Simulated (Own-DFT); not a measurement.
Simulation results for Hf$_{36}$O$_{71}$ (tetragonal hafnia with one neutral oxygen vacancy, atoms displaced)

Computed with Own-DFT development build. A calculation, not a measurement: plane-wave PBE and HSE06 DFT by an unreviewed code, no spin, of a simulated cell at Gamma alone, so results move with cell size and shape, stress positive in tension, energies less offsets, not probed for a lower state with spin; hafnium file: forces about 75 meV/angstrom off all-electron values; oxygen file: force components 24 meV/angstrom off all-electron in a glass; k mesh not checked against a denser one; forces and stress are PBE's, HSE06 gives the energy alone, and its difference from PBE has offsets of its own; offsets are fitted by least squares, one for each functional and potential file, so energies compare only between cells with the same atoms and settings and are not formation energies; the far tail of each file's local potential was reset to the Coulomb form; each entry is a single point on an unrelaxed cell, so the pressure reflects the starting lattice, taken from the Materials Project, from which strain is counted, and rises with the displacements; printed positions are rounded, which can move forces by about a meV/angstrom; the program is a retired in-house code; no spin-orbit coupling.

Common to all runs: first functional PBE; second functional HSE06; exact exchange share 0.25; screening 0.11 1/bohr; exchange divergence Gygi-Baldereschi; potential files PseudoDojo norm-conserving, scalar-relativistic, made for PBE, standard set; wave cutoff 48 hartree; occupations fixed; k mesh 1 x 1 x 1 centred on Gamma.

(1) Hf$_{36}$O$_{71}$ (tetragonal hafnia with one neutral oxygen vacancy, atoms displaced)

```
Hf36O71
1.0
     10.7800     0.0000     0.0000
      0.0000    10.7800     0.0000
      0.0000     0.0000    10.4493
Hf O Hf O Hf O Hf O Hf O Hf O Hf O Hf O Hf O Hf O Hf O Hf O Hf O Hf O Hf O Hf O Hf O Hf O
2 4 2 4 2 4 2 4 2 3 2 4 2 4 2 4 2 4 2 4 2 4 2 4 2 4 2 4 2 4 2 4 2 4 2 4
Direct
  0.00169 0.00348 0.99748
  0.16387 0.16553 0.25187
  0.99897 0.16628 0.15276
  0.16710 0.00260 0.34594
  0.99865 0.17206 0.40430
  0.16933 0.00189 0.09686
  0.00147 0.00652 0.49781
  0.17093 0.17122 0.74996
  0.99939 0.16989 0.65102
  0.17004 0.99720 0.84067
  0.00698 0.17137 0.90085
  0.16628 0.00380 0.60251
  0.00210 0.33857 0.00404
  0.16724 0.49805 0.25053
  0.00185 0.49701 0.15274
  0.16952 0.33433 0.34426
  0.99788 0.50098 0.40186
  0.16449 0.32955 0.10192
  0.99668 0.33592 0.49697
  0.16503 0.50021 0.75267
  0.00576 0.50109 0.64990
  0.17028 0.33365 0.84469
  0.00136 0.50140 0.89929
  0.16755 0.33900 0.59485
  0.99840 0.66964 0.99891
  0.17343 0.82971 0.25471
  0.99441 0.83578 0.15273
  0.16761 0.66648 0.35095
  0.00216 0.83472 0.40113
  0.00040 0.66634 0.49870
  0.16736 0.83264 0.74710
  0.00362 0.83236 0.65416
  0.16839 0.66616 0.84547
  0.00073 0.83196 0.90141
  0.16927 0.67136 0.59351
  0.32983 0.00210 0.99557
  0.50250 0.17039 0.24810
  0.33462 0.16134 0.15082
  0.49992 0.99920 0.34638
  0.33222 0.16526 0.39889
  0.50237 0.99479 0.09355
  0.32590 0.00301 0.49980
  0.49893 0.16533 0.74819
  0.34092 0.16426 0.64902
  0.49618 0.00337 0.84923
  0.33665 0.16928 0.89708
  0.49660 0.00592 0.59941
  0.33122 0.33864 0.99922
  0.50202 0.50140 0.25191
  0.33380 0.50147 0.14948
  0.50227 0.33411 0.34825
  0.33608 0.49972 0.40996
  0.50288 0.33199 0.09544
  0.33323 0.33307 0.50342
  0.50061 0.50176 0.75090
  0.33281 0.49584 0.64856
  0.49809 0.33444 0.84925
  0.33263 0.50105 0.90369
  0.50138 0.33034 0.59793
  0.33028 0.66430 0.00418
  0.50280 0.83406 0.24834
  0.33198 0.83594 0.15394
  0.49750 0.67136 0.35220
  0.33053 0.82665 0.39827
  0.50061 0.66866 0.10055
  0.33807 0.66874 0.49512
  0.49955 0.83446 0.75163
  0.33185 0.83660 0.65456
  0.49613 0.66674 0.84728
  0.33422 0.83994 0.89862
  0.50250 0.66669 0.59677
  0.66880 0.99374 0.99909
  0.83122 0.17144 0.24912
  0.66908 0.16978 0.15263
  0.83256 0.00356 0.34715
  0.67386 0.16827 0.40086
  0.82900 0.99701 0.09779
  0.66423 0.00079 0.50441
  0.83233 0.16998 0.74897
  0.66705 0.16314 0.65069
  0.83856 0.00353 0.84642
  0.66421 0.16643 0.90351
  0.83450 0.99975 0.59635
  0.67280 0.33444 0.00055
  0.82997 0.49257 0.24958
  0.66917 0.50472 0.15579
  0.83001 0.33237 0.34627
  0.66737 0.50050 0.40338
  0.83219 0.33018 0.10306
  0.66747 0.33397 0.50228
  0.82865 0.49763 0.75288
  0.66483 0.49878 0.65184
  0.83724 0.33158 0.84379
  0.66322 0.49903 0.90130
  0.83601 0.33549 0.59674
  0.66751 0.66213 0.00129
  0.83412 0.83315 0.24971
  0.66199 0.83584 0.15371
  0.82888 0.66630 0.35024
  0.66858 0.83392 0.39696
  0.83492 0.66583 0.09350
  0.66642 0.66641 0.50227
  0.83223 0.83353 0.75111
  0.66161 0.83173 0.65374
  0.83005 0.66764 0.84613
  0.66376 0.83368 0.89907
  0.83228 0.66766 0.59981
```

| Item | Value |
| --- | --- |
| PBE energy of cell above offsets | -100.701 eV |
| HSE06 less PBE above offsets | -0.134 eV |
| PBE pressure | 0.77 GPa |
| PBE stress xx | -0.32 GPa |
| PBE stress yy | -0.64 GPa |
| PBE stress zz | -1.35 GPa |
| PBE stress yz | 0.3 GPa |
| PBE stress xz | 0.15 GPa |
| PBE stress xy | 0.04 GPa |

Force:
| element | x (eV/Å) | y (eV/Å) | z (eV/Å) |
| --- | --- | --- | --- |
| Hf | -0.219 | -0.334 | 0.42 |
| Hf | 1.09 | 0.22 | -0.932 |
| O | -0.172 | -0.109 | -0.134 |
| O | -0.116 | -0.494 | 0.737 |
| O | 0.309 | -0.315 | -0.595 |
| O | -1.124 | 0.038 | -0.228 |
| Hf | -0.717 | -0.986 | 0.356 |
| Hf | -0.337 | -1.078 | -0.357 |
| O | 0.251 | -0.018 | 0.212 |
| O | -0.384 | 1.261 | 0.879 |
| O | -0.033 | -0.06 | 0.493 |
| O | -0.239 | 0.203 | -0.994 |
| Hf | 0.21 | -0.668 | -0.363 |
| Hf | -0.107 | 0.442 | 0.264 |
| O | -0.311 | 0.192 | -0.149 |
| O | -0.118 | -0.13 | 0.4 |
| O | 0.006 | -0.244 | -0.429 |
| O | 0.491 | 0.352 | -0.684 |
| Hf | 1.098 | 0.348 | 0.947 |
| Hf | 0.593 | 0.335 | -1.275 |
| O | -1.367 | 0.089 | 0.418 |
| O | 0.005 | 0.539 | 0.839 |
| O | -0.25 | -0.157 | 0.523 |
| O | -0.389 | -0.886 | 0.074 |
| Hf | 0.887 | 0.32 | 0.164 |
| Hf | -1.19 | 0.517 | -0.471 |
| O | 1.661 | -0.565 | -0.296 |
| O | -0.177 | -0.903 | -1.146 |
| O | -0.126 | 0.086 | 0.378 |
| Hf | 0.08 | 0.641 | 0.541 |
| Hf | 0.2 | -0.358 | 0.096 |
| O | -1.134 | 0.044 | -0.174 |
| O | 0.097 | 0.131 | 0.876 |
| O | -0.196 | 0.309 | 0.305 |
| O | -0.078 | -0.181 | 0.07 |
| Hf | 1.115 | 0.227 | 0.291 |
| Hf | -0.539 | -0.982 | -0.122 |
| O | -0.042 | 0.567 | 0.246 |
| O | 0.057 | 0.476 | 0.06 |
| O | -0.064 | 0.46 | 0.459 |
| O | -0.311 | 0.287 | 0.098 |
| Hf | 1.187 | -0.413 | -0.101 |
| Hf | 0.515 | 0.191 | 0.881 |
| O | -1.975 | 0.442 | -0.269 |
| O | 0.453 | -0.511 | -0.596 |
| O | -0.724 | 0.328 | 0.33 |
| O | 0.283 | -0.538 | -0.473 |
| Hf | 0.858 | -1.326 | -0.097 |
| Hf | -0.372 | 0.262 | 0.514 |
| O | -0.151 | 0.232 | 0.415 |
| O | 0.009 | 0.185 | -0.249 |
| O | 0.099 | -0.156 | -1.403 |
| O | -0.148 | 0.484 | 0.225 |
| Hf | 0.233 | 0.072 | -0.195 |
| Hf | -1.072 | -0.488 | -0.357 |
| O | 0.388 | 0.161 | 1.189 |
| O | 0.07 | 0.38 | -0.435 |
| O | -0.095 | 0.275 | 0.077 |
| O | 0.269 | 0.149 | -0.124 |
| Hf | 0 | 1.206 | -0.605 |
| Hf | -0.385 | 0.762 | 0.289 |
| O | 0.01 | -0.807 | -0.478 |
| O | 0.26 | -1.179 | -0.603 |
| O | -0.345 | 1.975 | 0.216 |
| O | -0.143 | -0.459 | -0.34 |
| Hf | -0.47 | -0.575 | 1.33 |
| Hf | -0.946 | 0.448 | 0.349 |
| O | 0.763 | -0.075 | -0.769 |
| O | 0.264 | -0.117 | 0.204 |
| O | -0.046 | -1.713 | 0.869 |
| O | -0.525 | -0.103 | 0.43 |
| Hf | -0.953 | 0.911 | 0.18 |
| Hf | -0.177 | -1.879 | 0.253 |
| O | -0.423 | 0.123 | -0.115 |
| O | 0.486 | -0.306 | -0.235 |
| O | -0.577 | -0.012 | 0.534 |
| O | 1.009 | 0.17 | -0.374 |
| Hf | 0.134 | -0.138 | -1.06 |
| Hf | 0.311 | -1.26 | -0.437 |
| O | 0.412 | 0.34 | 0.097 |
| O | -0.094 | -0.28 | 0.045 |
| O | 0.606 | 0.437 | 0.082 |
| O | -0.046 | -0.214 | 0.058 |
| Hf | -1.814 | -1.666 | -0.396 |
| Hf | 1.046 | 1.845 | 0.916 |
| O | -0.625 | -0.216 | -0.77 |
| O | 0.309 | 0.6 | 0.624 |
| O | -0.18 | -0.288 | -0.135 |
| O | 0.708 | 0.768 | -0.614 |
| Hf | -0.57 | -0.423 | -0.331 |
| Hf | 1.132 | 0.981 | -1.173 |
| O | 0.434 | -0.139 | 0.213 |
| O | -0.446 | 0.746 | 1.083 |
| O | 0.659 | -0.007 | 0.113 |
| O | -0.739 | 0.177 | 0.235 |
| Hf | -0.368 | 1.243 | -0.118 |
| Hf | -0.61 | 0.578 | 0.813 |
| O | 1.541 | -0.535 | -0.789 |
| O | 0.403 | -0.47 | -0.727 |
| O | -0.202 | 0.014 | 1.142 |
| O | -0.464 | -0.112 | 0.213 |
| Hf | 0.565 | 0.879 | -0.728 |
| Hf | 0.492 | 0.282 | -0.773 |
| O | 0.951 | 0.421 | -0.369 |
| O | -0.101 | -0.564 | 0.251 |
| O | 0.363 | -0.636 | 0.247 |
| O | 0.159 | -0.079 | 0.019 |

(2) Hf$_{36}$O$_{71}$ (tetragonal hafnia with one neutral oxygen vacancy, atoms displaced)

```
Hf36O71
1.0
     10.7800     0.0000     0.0000
      0.0000    10.7800     0.0000
      0.0000     0.0000    10.4493
Hf O Hf O Hf O Hf O Hf O Hf O Hf O Hf O Hf O Hf O Hf O Hf O Hf O Hf O Hf O Hf O Hf O Hf O
2 4 2 4 2 4 2 4 2 4 2 4 2 4 2 4 2 4 2 3 2 4 2 4 2 4 2 4 2 4 2 4 2 4 2 4
Direct
  0.98349 0.99002 0.98147
  0.17025 0.17192 0.26289
  0.00213 0.17365 0.15226
  0.18192 0.00267 0.34448
  0.98937 0.16827 0.40634
  0.18219 0.01127 0.09410
  0.99865 0.99420 0.49429
  0.17797 0.15166 0.75372
  0.99585 0.16903 0.65998
  0.16059 0.00144 0.85169
  0.99488 0.17122 0.91591
  0.16378 0.00157 0.59323
  0.99190 0.32842 0.97676
  0.17412 0.49948 0.24463
  0.00739 0.49991 0.15147
  0.16788 0.31583 0.34327
  0.99919 0.50190 0.40608
  0.17284 0.33571 0.10173
  0.00034 0.32481 0.50551
  0.16520 0.49349 0.75364
  0.00903 0.50249 0.66486
  0.17040 0.34135 0.84943
  0.00265 0.51746 0.91387
  0.16755 0.34038 0.59595
  0.00301 0.66398 0.00529
  0.17151 0.83556 0.25555
  0.00259 0.83507 0.15099
  0.17067 0.66618 0.35490
  0.00348 0.82794 0.40656
  0.16209 0.66949 0.08515
  0.00583 0.67782 0.49990
  0.16995 0.84078 0.74574
  0.00955 0.83991 0.66461
  0.17284 0.65056 0.85678
  0.00286 0.82842 0.89480
  0.16006 0.67620 0.59794
  0.33607 0.98907 0.99947
  0.51724 0.16593 0.25459
  0.34813 0.15468 0.15139
  0.49769 0.00220 0.35199
  0.32813 0.16215 0.40580
  0.50983 0.00365 0.10636
  0.34405 0.99107 0.49980
  0.49023 0.15711 0.74201
  0.34323 0.16585 0.64812
  0.49308 0.00254 0.84190
  0.32512 0.17520 0.91399
  0.49708 0.99328 0.60483
  0.31892 0.33121 0.99872
  0.49682 0.49962 0.25020
  0.31819 0.50258 0.15257
  0.49966 0.32774 0.33691
  0.32292 0.49596 0.41568
  0.50372 0.33605 0.10644
  0.32878 0.32092 0.49364
  0.49598 0.49959 0.74991
  0.32644 0.50693 0.64530
  0.33015 0.49699 0.89960
  0.49447 0.33446 0.60048
  0.33378 0.65790 0.98895
  0.49627 0.84070 0.24783
  0.33411 0.84092 0.14955
  0.50586 0.66720 0.35455
  0.33640 0.83209 0.41441
  0.49345 0.67555 0.09668
  0.34119 0.66976 0.50740
  0.50409 0.81857 0.75817
  0.33419 0.83588 0.64280
  0.49609 0.66557 0.84523
  0.33174 0.82378 0.87935
  0.49320 0.66216 0.59075
  0.65825 0.99762 0.99363
  0.82806 0.18077 0.25386
  0.66428 0.16185 0.14901
  0.83387 0.00548 0.34829
  0.67081 0.16155 0.40010
  0.83501 0.99528 0.10891
  0.67549 0.00224 0.51465
  0.83709 0.17201 0.76063
  0.66950 0.17420 0.64936
  0.82469 0.00381 0.85323
  0.66422 0.14997 0.90190
  0.83152 0.01012 0.60577
  0.67704 0.32856 0.00459
  0.82774 0.49902 0.23980
  0.65616 0.49955 0.14006
  0.83711 0.33626 0.34131
  0.66691 0.49250 0.39927
  0.83878 0.34345 0.08714
  0.66312 0.33536 0.51122
  0.83064 0.49910 0.73770
  0.67454 0.51268 0.64784
  0.82878 0.32908 0.84529
  0.67716 0.50386 0.90319
  0.83843 0.33925 0.60132
  0.67142 0.66630 0.00109
  0.82049 0.83184 0.24952
  0.65597 0.82683 0.15308
  0.83665 0.67333 0.35376
  0.68301 0.82273 0.40213
  0.83444 0.66911 0.10423
  0.66754 0.65766 0.50566
  0.82753 0.82954 0.75983
  0.67033 0.83279 0.65468
  0.83590 0.65763 0.82751
  0.66303 0.83712 0.89857
  0.82769 0.66555 0.59192
```

| Quantity | Value |
| --- | --- |
| PBE energy of cell above offsets | -86.979 eV |
| HSE06 less PBE above offsets | 0.522 eV |
| PBE pressure | 6.09 GPa |
| PBE stress xx | -4.01 GPa |
| PBE stress yy | -8.58 GPa |
| PBE stress zz | -5.68 GPa |
| PBE stress yz | -1.51 GPa |
| PBE stress xz | -0.89 GPa |
| PBE stress xy | -0.02 GPa |

Force:
| element | x (eV/Å) | y (eV/Å) | z (eV/Å) |
| --- | --- | --- | --- |
| Hf | 1.199 | 0.337 | 4.83 |
| Hf | 0.428 | -5.644 | -6.636 |
| O | -0.984 | 0.347 | 0.956 |
| O | -1.425 | -1.523 | 1.067 |
| O | 0.666 | -1.111 | 0.182 |
| O | -2.062 | -1.096 | -0.96 |
| Hf | -0.829 | 0.826 | 0.433 |
| Hf | -0.883 | 2.768 | -1.373 |
| O | 1.686 | 0.156 | 0.642 |
| O | 0.323 | -0.366 | -0.185 |
| O | -0.102 | -4.214 | -3.5 |
| O | 1 | 0.688 | 1.005 |
| Hf | 2.552 | 4.883 | 4.894 |
| Hf | -4.598 | -0.02 | 3.241 |
| O | -1.54 | 0.371 | 0.7 |
| O | 0.004 | 6.837 | 3.491 |
| O | 0.047 | -0.917 | 0.744 |
| O | -1.808 | -0.434 | -0.188 |
| Hf | 0.76 | 2.64 | -0.677 |
| Hf | 1.297 | 2.649 | -1.339 |
| O | -2.588 | -0.354 | -0.748 |
| O | -1.121 | -3.431 | 0.684 |
| O | -0.964 | -5.084 | -2.372 |
| O | 0.109 | -1.421 | -0.091 |
| Hf | 0.129 | 2 | 0.879 |
| Hf | -1.26 | -0.26 | -1.341 |
| O | 0.311 | 0.355 | 0.644 |
| O | 0.065 | 0.721 | -1.586 |
| O | 0.323 | 3.319 | -1.218 |
| O | 2.842 | 0.306 | 2.216 |
| Hf | -0.792 | -4.333 | 0.296 |
| Hf | 1.091 | -3.17 | -0.102 |
| O | -3.661 | 0.387 | -1.662 |
| O | 0.131 | 2.496 | -1.371 |
| O | -0.775 | -0.051 | 0.288 |
| O | 1.738 | 0.457 | 0.759 |
| Hf | -0.356 | 1.583 | 2.223 |
| Hf | -3.508 | -0.715 | -1.458 |
| O | -0.491 | 1.1 | 1.146 |
| O | 0.082 | -0.915 | 0.639 |
| O | 0.573 | -0.363 | 0.109 |
| O | -1.077 | -1.397 | -1.064 |
| Hf | -1.128 | 0.948 | -0.474 |
| Hf | 4.028 | 1.868 | 1.76 |
| O | -3.679 | -0.228 | -0.191 |
| O | -0.242 | -1.781 | 1.317 |
| O | 0.195 | -3.173 | -3.204 |
| O | 2.132 | 0.712 | -0.251 |
| Hf | 2.526 | 0.788 | 2.044 |
| Hf | -0.311 | -0.167 | -0.134 |
| O | 5.261 | 0.734 | -1.593 |
| O | -0.172 | 1.712 | 2.292 |
| O | 0.801 | -0.459 | -2.013 |
| O | -0.182 | 0.334 | -2.109 |
| Hf | -0.172 | 2.339 | 0.671 |
| Hf | -1.203 | -1.731 | -0.718 |
| O | 1.515 | 0.016 | 2.14 |
| O | 2.196 | -0.861 | -0.338 |
| O | 0.841 | 0.63 | -0.267 |
| Hf | -1.894 | 0.968 | 0.754 |
| Hf | 0.128 | -0.946 | 0.847 |
| O | -0.049 | -0.243 | -0.001 |
| O | -0.684 | -0.242 | -1.192 |
| O | 0.083 | -0.241 | -2.783 |
| O | 0.706 | -0.938 | -0.589 |
| Hf | -4.592 | -1.655 | -1.554 |
| Hf | -1.371 | 3.654 | -2.624 |
| O | 0.419 | -0.082 | 1.159 |
| O | 0.659 | -2.176 | 1.086 |
| O | 0.339 | 0.879 | 1.945 |
| O | 3.857 | 0.341 | 3.156 |
| Hf | 1.223 | 0.222 | 2.745 |
| Hf | 2.437 | -3.736 | -1.211 |
| O | 2.653 | 1.296 | -0.855 |
| O | 0.173 | -0.775 | 0.673 |
| O | -0.186 | 1.437 | 0.891 |
| O | -0.996 | -0.326 | -2.292 |
| Hf | -0.888 | -1.005 | -2.109 |
| Hf | -1.218 | -2.233 | -2.635 |
| O | -0.604 | -0.269 | 0.424 |
| O | 1.611 | -1.173 | 0.115 |
| O | 0.107 | 3.569 | -0.467 |
| O | 1.498 | -0.9 | 0.048 |
| Hf | -4.055 | 0.286 | -0.943 |
| Hf | 2.248 | 1.698 | 1.595 |
| O | 1.385 | 0.648 | 0.995 |
| O | -0.556 | 1.24 | 0.654 |
| O | -0.169 | 0.177 | -0.069 |
| O | -0.533 | -0.085 | 1.295 |
| Hf | 0.158 | -1.003 | -1.028 |
| Hf | 2.2 | -0.09 | 0.768 |
| O | -3.233 | -1.478 | -0.12 |
| O | 0.419 | 1.896 | 1.169 |
| O | -0.612 | -0.669 | -0.4 |
| O | -1.312 | -0.055 | -0.276 |
| Hf | -0.989 | -0.653 | 1.178 |
| Hf | 1.095 | 0.844 | 0.5 |
| O | 1.282 | -0.16 | -0.616 |
| O | -0.174 | -2.184 | -1.624 |
| O | -1.051 | 2.268 | 0.954 |
| O | -1.227 | -0.205 | -0.924 |
| Hf | 0.059 | 1.269 | -2.833 |
| Hf | 1.615 | -0.098 | -1.928 |
| O | -0.754 | -0.112 | 0.109 |
| O | -0.793 | 2.498 | 2.26 |
| O | 0.305 | -1.947 | -0.353 |
| O | 2.343 | 0.397 | 0.98 |
